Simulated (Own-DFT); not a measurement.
# What a defect does to the pressure of its cell: C40 NbSi2

Calculated, not measured: single-point runs of Own-DFT, a retired in-house plane-wave DFT program that no person has reviewed, on unrelaxed cells, without spin or spin-orbit coupling.

Method: PBEsol; PseudoDojo norm-conserving scalar-relativistic files, made for PBE; cutoff 42 hartree; 4 x 4 x 5 k mesh centred on Gamma; cold (Marzari-Vanderbilt) smearing of 0.2 eV.

Keep in mind: forces on such cells failed a check on a denser k mesh; stress not checked against mesh or cutoff.

All runs share one cell, with vectors in Å (0.000, 8.324, 0.000); (-9.613, 0.000, 0.000); (0.000, 0.000, 6.586) and a volume of 527.0 Å³. Atoms were moved at random from their sites; u is the rms move along one axis. The defect's site can differ from row to row.

| cell | formula | u (Å) | P (GPa) |
|---|---|---|---|
| no defect | Nb12Si24 | 0.0205 | -2.13 |
| no defect | Nb12Si24 | 0.0222 | -2.10 |
| no defect | Nb12Si24 | 0.0544 | -0.48 |
| two Si on a Nb site each | Nb10Si26 | 0.0266 | ? |
| two Si on a Nb site each | Nb10Si26 | 0.0299 | -1.74 |
| two Si on a Nb site each | Nb10Si26 | 0.0496 | -0.95 |
| two Si on a Nb site each | Nb10Si26 | 0.0538 | -0.60 |
| one Si vacancy | Nb12Si23 | 0.0319 | -2.59 |
| one Si vacancy | Nb12Si23 | 0.0328 | -2.38 |
| one Si vacancy | Nb12Si23 | 0.0486 | -1.66 |

## What the rows give

P = P0 + c u² + a shift for each defect gives P0 = -2.37 GPa, c = 617 ± 31 GPa/Å² and a scatter of 0.08 GPa. The shifts, and each times the cell's volume:

- two Si on a Nb site each: -0.02 ± 0.07 GPa, -0.1 eV (0.0 eV for each of its 2 sites) (not resolved)
- one Si vacancy: -0.76 ± 0.07 GPa, -2.5 eV

Positive is outwards. The product with the volume (160.2 GPa Å³ to the eV) is nearly free of the cell's size; divided by the bulk modulus at the cell's pressure it gives the volume that the defect adds. The atoms around the defects weren't relaxed, which would change these numbers.

## Test on the hidden row

Question: what pressure belongs in the blank (two Si on a Nb site each, u = 0.0266 Å)?

From the fit: -1.94 ± 0.11 GPa. The hidden result is -1.78 GPa.
